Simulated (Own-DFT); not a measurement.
# Response to strain: 2H SiC, 72 atoms (C36Si36)

All numbers below are calculated, not measured. The program, named Own-DFT, is a retired in-house plane-wave density functional code that no person has reviewed. Each row is one single-point run on a periodic cell that was not relaxed, without spin or spin-orbit coupling.

Settings of every run: PBE; PseudoDojo norm-conserving scalar-relativistic files; cutoff 42 hartree; 4 x 4 x 3 k mesh centred on Gamma; Fermi-Dirac smearing of 0.1 eV.

Known limits: forces on such cells passed a denser k mesh, each cell not checked; stress not checked against mesh or cutoff.

Unstrained cell vectors in Å: (9.248, 0.000, 0.000); (-4.624, 8.009, 0.000); (0.000, 0.000, 10.068). The unstrained cell has measured lattice constants (interpolated for alloys), not those of this functional. That, the random moves and any unrelaxed bonds set the pressure at no strain. Each run strains this cell uniformly, with the atoms carried along. Every atom was also moved at random, by a Gaussian of width 0.05 Å on each axis. Strain is the symmetric tensor, in per cent. Stress is positive in tension, and the pressure is minus a third of its trace.

```
run  e_xx (%)  e_yy (%)  e_zz (%)  e_yz (%)  e_xz (%)  e_xy (%)  s_xx (GPa)  s_yy (GPa)  s_zz (GPa)  s_yz (GPa)  s_xz (GPa)  s_xy (GPa)  P (GPa)  E (meV/atom)
  1     -1.57     -1.78     -1.68      0.98      0.83      0.58      -16.29      -18.39      -19.46        1.68        3.56        3.33    18.05          43.2
  2      0.20      0.43      1.29      0.60     -1.69      0.62       -3.09       -1.47        0.03        1.61       -5.09        3.95     1.51          11.8
  3      1.37     -1.13     -0.09      0.61      0.46     -1.34        2.10      -11.31       -6.25        1.83        1.03       -6.45     5.16          10.6
  4     -0.32      0.70     -0.58      0.82     -0.11      1.57       -6.00       -1.10      -11.54        4.46       -0.29        6.40     6.21          19.8
  5      0.76      1.36      0.98      0.96     -1.24      0.31        0.29        3.87       -0.58        2.78       -4.02        1.92    -1.20           0.0
  6      0.88      1.51     -0.27     -1.48     -0.89      1.23        2.20        3.04       -8.54       -4.34       -2.20        6.19     1.10          25.9
  7      0.22     -1.29      0.12     -0.72      1.45      1.43       -2.85      -12.10       -8.67       -2.28        4.50        5.91     7.87          24.8
  8      0.56     -1.10     -0.89      1.17     -1.75      1.26       -2.59       -9.62      -14.25        2.86       -6.64        5.69     8.82          20.8
  9      0.50     -0.44      1.50     -1.24      0.24     -1.36       -1.44       -6.76        0.94       -4.06        1.23       -4.80     2.42          23.6
 10      0.30     -1.43      0.34      1.90     -0.08     -0.71       -2.73      -12.56       -6.81        5.70       -0.76       -1.76     7.37          22.6
 11      0.58     -1.98      1.11      1.13      0.19      0.89       -0.69      -15.43       -3.40        3.21        0.32        4.91     6.50          29.8
 12     -0.19     -1.51      1.89     -1.87      1.35     -0.67       -5.99      -12.38        1.98       -6.16        4.83       -2.97     5.46          19.8
 13     -0.08      0.93     -1.71     -0.56     -0.86     -0.67       -5.09       -0.47      -16.20       -1.27       -2.79       -3.30     7.25          12.7
 14      1.05     -0.67     -0.28     -1.42     -0.12      0.73        1.07       -6.34      -11.73       -4.89       -0.71        4.44     5.66          24.2
 15      0.95      0.07      0.87      1.82      1.14     -0.26       -0.85       -3.19       -1.29        6.34        3.76       -0.72     1.78          15.7
 16     -0.41     -1.42      1.75      0.48      0.09      2.00       -7.52      -11.90        1.41        2.07        0.38        8.93     6.00          27.6
 17      1.97      1.32     -0.21     -1.18      1.23     -1.56           ?           ?           ?           ?           ?           ?        ?             ?
```

E is the free energy for each atom above the lowest run shown.

## Worked fit

Each stress component was fitted by least squares to a constant and the strains of the runs shown, as fractions, with shears doubled. Shear strains stay in the fit of a normal stress only where such slopes are resolved. The slopes, in GPa:

| stress | at no strain | per e_xx | per e_yy | per e_zz | scatter |
|---|---|---|---|---|---|
| s_xx | -4.7 | 593 ± 37 | 46 ± 23 | 31 ± 23 | 0.95 |
| s_yy | -5.0 | 100 ± 36 | 560 ± 22 | 51 ± 22 | 0.91 |
| s_zz | -7.9 | 47 ± 43 | 78 ± 26 | 585 ± 26 | 1.11 |

Each shear stress against twice its own strain: yz 163 ± 7, xz 169 ± 6, xy 215 ± 10 GPa. These are stiffnesses along x, y and z of the frame in which the cell vectors are given, which need not be the crystal's axes. The atoms are held to the strained lattice; where symmetry lets them move under strain, relaxing them would lower some slopes. The table should be nearly symmetric about its diagonal, and what it lacks of that shows the noise. A ninth of its sum, 232 ± 4 GPa, estimates the bulk modulus near the mean pressure of these runs, 5.6 GPa, so it lies above the value at zero pressure.

## Withheld run

Question: what normal stresses and pressure should run 17 give?

The fit gives s_xx = 7.4, s_yy = 4.2, s_zz = -7.2 and P = -1.5 GPa. The calculation gave 6.79, 2.95, -7.48 and P = -0.75 GPa.
